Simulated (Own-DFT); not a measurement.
# What a defect does to the pressure of its cell: C11b WSi2

Source: density functional calculations with Own-DFT, an unreviewed in-house program that is no longer used. Nothing was measured or relaxed, and spin and spin-orbit coupling are left out.

All runs used: PBE; PseudoDojo norm-conserving scalar-relativistic files; cutoff 50 hartree; 5 x 5 x 5 k mesh centred on Gamma; cold (Marzari-Vanderbilt) smearing of 0.2 eV.

Known weak points: forces on such cells failed a check on a denser k mesh; stress not checked against mesh or cutoff.

All runs share one cell, with vectors in Å (-2.148, -5.953, 3.409); (-6.444, 2.976, 1.136); (-2.553, -2.948, -6.757) and a volume of 403.2 Å³. The atoms are randomly displaced, by u rms on each axis. The defect's site can differ from row to row.

| cell | formula | u (Å) | P (GPa) |
|---|---|---|---|
| no defect | Si20W10 | 0.0215 | 4.57 |
| no defect | Si20W10 | 0.0486 | 5.65 |
| no defect | Si20W10 | 0.0530 | 6.56 |
| one Si vacancy | Si19W10 | 0.0268 | 2.88 |
| one Si vacancy | Si19W10 | 0.0312 | 3.52 |
| one Si vacancy | Si19W10 | 0.0460 | 3.54 |
| one W on a Si site | Si19W11 | 0.0309 | 10.09 |
| one W on a Si site | Si19W11 | 0.0463 | 11.30 |
| one W on a Si site | Si19W11 | 0.0486 | 10.30 |
| one Si on a W site | Si21W9 | 0.0311 | ? |
| one Si on a W site | Si21W9 | 0.0319 | 6.34 |
| one Si on a W site | Si21W9 | 0.0435 | 6.97 |
| one Si on a W site | Si21W9 | 0.0478 | 6.77 |
| one W vacancy | Si20W9 | 0.0271 | 3.85 |
| one W vacancy | Si20W9 | 0.0298 | 3.67 |
| one W vacancy | Si20W9 | 0.0507 | 4.54 |

## What the rows give

P = P0 + c u² + a shift for each defect gives P0 = 4.57 GPa, c = 543 ± 131 GPa/Å² and a scatter of 0.38 GPa. The shifts, and each times the cell's volume:

- one W on a Si site: 5.00 ± 0.31 GPa, 12.6 eV
- one Si on a W site: 1.18 ± 0.31 GPa, 3.0 eV
- one W vacancy: -1.31 ± 0.32 GPa, -3.3 eV
- one Si vacancy: -1.95 ± 0.32 GPa, -4.9 eV

Against the defect-free cell, a freed cell would be larger where the shift is positive and smaller where it is negative (160.2 GPa Å³ is 1 eV). The atoms around the defects weren't relaxed, which would change these numbers.

## The run left out

The question: what pressure belongs in the blank (one Si on a W site, u = 0.0311 Å)?

From the fit: 6.28 ± 0.45 GPa. The run itself gave 6.31 GPa.
